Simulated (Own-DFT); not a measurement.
# Which defects push the lattice out? zincblende InP

The numbers are computed, not measured, by runs of the plane-wave DFT program Own-DFT (in-house, retired, unreviewed) at fixed positions, with no spin and no spin-orbit coupling.

All runs used: PBE; PseudoDojo norm-conserving scalar-relativistic files; cutoff 36 hartree; 2 x 3 x 3 k mesh centred on Gamma; Fermi-Dirac smearing of 0.1 eV.

Caveats (not all hold for every row): not probed for a lower state with spin; forces on such cells failed a check on a denser k mesh; forces not confirmed at this smearing and k mesh; stress not checked against mesh or cutoff.

All runs share one cell, with vectors in Å (17.606, 0.000, 0.000); (0.000, 11.737, 0.000); (0.000, 0.000, 11.737) and a volume of 2425.5 Å³. Atoms were moved at random from their sites; u is the rms move along one axis. The defect's site can differ from row to row.

| cell | formula | u (Å) | P (GPa) |
|---|---|---|---|
| no defect | In48P48 | 0.0195 | 3.20 |
| no defect | In48P48 | 0.0494 | 3.59 |
| no defect | In48P48 | 0.0513 | 3.61 |
| one P on an In site | In47P49 | 0.0296 | 3.16 |
| one P on an In site | In47P49 | 0.0504 | 3.48 |
| one P on an In site | In47P49 | 0.0526 | 3.50 |
| one In on a P site and one P on an In site | In48P48 | 0.0289 | 3.53 |
| one In on a P site and one P on an In site | In48P48 | 0.0290 | 3.52 |
| one In on a P site and one P on an In site | In48P48 | 0.0489 | 3.83 |
| two P on an In site each | In46P50 | 0.0305 | 3.00 |
| two P on an In site each | In46P50 | 0.0314 | 3.03 |
| two P on an In site each | In46P50 | 0.0535 | 3.43 |
| two P vacancies | In48P46 | 0.0484 | 3.38 |
| two P vacancies | In48P46 | 0.0507 | ? |
| two P vacancies | In48P46 | 0.0512 | 3.32 |
| two P vacancies | In48P46 | 0.0532 | 3.46 |

## Worked fit

P = P0 + c u² + a shift for each defect gives P0 = 3.11 GPa, c = 194 ± 10 GPa/Å² and a scatter of 0.03 GPa. The shifts, and each times the cell's volume:

- one In on a P site and one P on an In site: 0.25 ± 0.03 GPa, 3.8 eV
- one P on an In site: -0.13 ± 0.03 GPa, -2.0 eV
- two P vacancies: -0.23 ± 0.03 GPa, -3.4 eV (-1.7 eV for each of its 2 sites)
- two P on an In site each: -0.27 ± 0.03 GPa, -4.0 eV (-2.0 eV for each of its 2 sites)

A positive shift means that the defect pushes the cell outwards. Shift times volume (160.2 GPa Å³ is 1 eV) depends little on the cell's size, so, taken for each site, it can be compared between cells at like pressure. The atoms around the defects weren't relaxed, which would change these numbers.

## Test on the hidden row

Q: what pressure belongs in the blank (two P vacancies, u = 0.0507 Å)?

The fitted form gives 3.38 ± 0.04 GPa. Computed: 3.30 GPa.
